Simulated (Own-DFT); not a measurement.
# Point defects and the pressure they add: monoclinic HfO2

Everything here is calculated. The program is Own-DFT (plane waves, in-house, since retired, never reviewed by a person); positions were held fixed, and spin and spin-orbit coupling were off.

Method: PBE; PseudoDojo norm-conserving scalar-relativistic files; cutoff 72 hartree; 2 x 2 x 2 k mesh centred on Gamma; Fermi-Dirac smearing of 0.1 eV.

Limits (not all hold for every row): a neutral cation vacancy leaves holes that likely carry spin, which these runs leave out; not probed for a lower state with spin; hafnium file: forces about 75 meV/angstrom off all-electron values; oxygen file: force components 24 meV/angstrom off all-electron in a glass; forces on such cells passed a denser k mesh, each cell not checked; stress not checked against mesh or cutoff.

All runs share one cell, with vectors in Å (10.234, 0.000, 0.000); (0.000, 10.350, 0.000); (-1.696, 0.000, 10.445) and a volume of 1106.4 Å³. Atoms were moved at random from their sites; u is the rms move along one axis. The defect's site can differ from row to row.

| cell | formula | u (Å) | P (GPa) |
|---|---|---|---|
| no defect | Hf32O64 | 0.0199 | 3.84 |
| no defect | Hf32O64 | 0.0512 | 5.69 |
| no defect | Hf32O64 | 0.0514 | 6.29 |
| two Al on a Hf site each and one O vacancy | Al2Hf30O63 | 0.0303 | 2.21 |
| two Al on a Hf site each and one O vacancy | Al2Hf30O63 | 0.0468 | 3.09 |
| two Al on a Hf site each and one O vacancy | Al2Hf30O63 | 0.0480 | 2.68 |
| two O vacancies | Hf32O62 | 0.0309 | 3.79 |
| two O vacancies | Hf32O62 | 0.0480 | 5.03 |
| two O vacancies | Hf32O62 | 0.0502 | 4.17 |
| one Hf vacancy | Hf31O64 | 0.0298 | 4.17 |
| one Hf vacancy | Hf31O64 | 0.0477 | 5.53 |
| one Hf vacancy | Hf31O64 | 0.0502 | 5.08 |
| one O vacancy | Hf32O63 | 0.0283 | 4.03 |
| one O vacancy | Hf32O63 | 0.0292 | ? |
| one O vacancy | Hf32O63 | 0.0528 | 5.86 |
| one O vacancy | Hf32O63 | 0.0542 | 5.89 |

## What the rows give

P = P0 + c u² + a shift for each defect gives P0 = 3.79 GPa, c = 784 ± 120 GPa/Å² and a scatter of 0.38 GPa. The shifts, and each times the cell's volume:

- one O vacancy: -0.24 ± 0.32 GPa, -1.7 eV (not resolved)
- one Hf vacancy: -0.35 ± 0.31 GPa, -2.4 eV (not resolved)
- two O vacancies: -0.98 ± 0.31 GPa, -6.7 eV (-3.4 eV for each of its 2 sites)
- two Al on a Hf site each and one O vacancy: -2.55 ± 0.31 GPa, -17.6 eV

Against the defect-free cell, a freed cell would be larger where the shift is positive and smaller where it is negative (160.2 GPa Å³ is 1 eV). The atoms around the defects weren't relaxed, which would change these numbers.

## Check

Question: what pressure belongs in the blank (one O vacancy, u = 0.0292 Å)?

From the fit: 4.22 ± 0.47 GPa. Computed: 4.08 GPa.
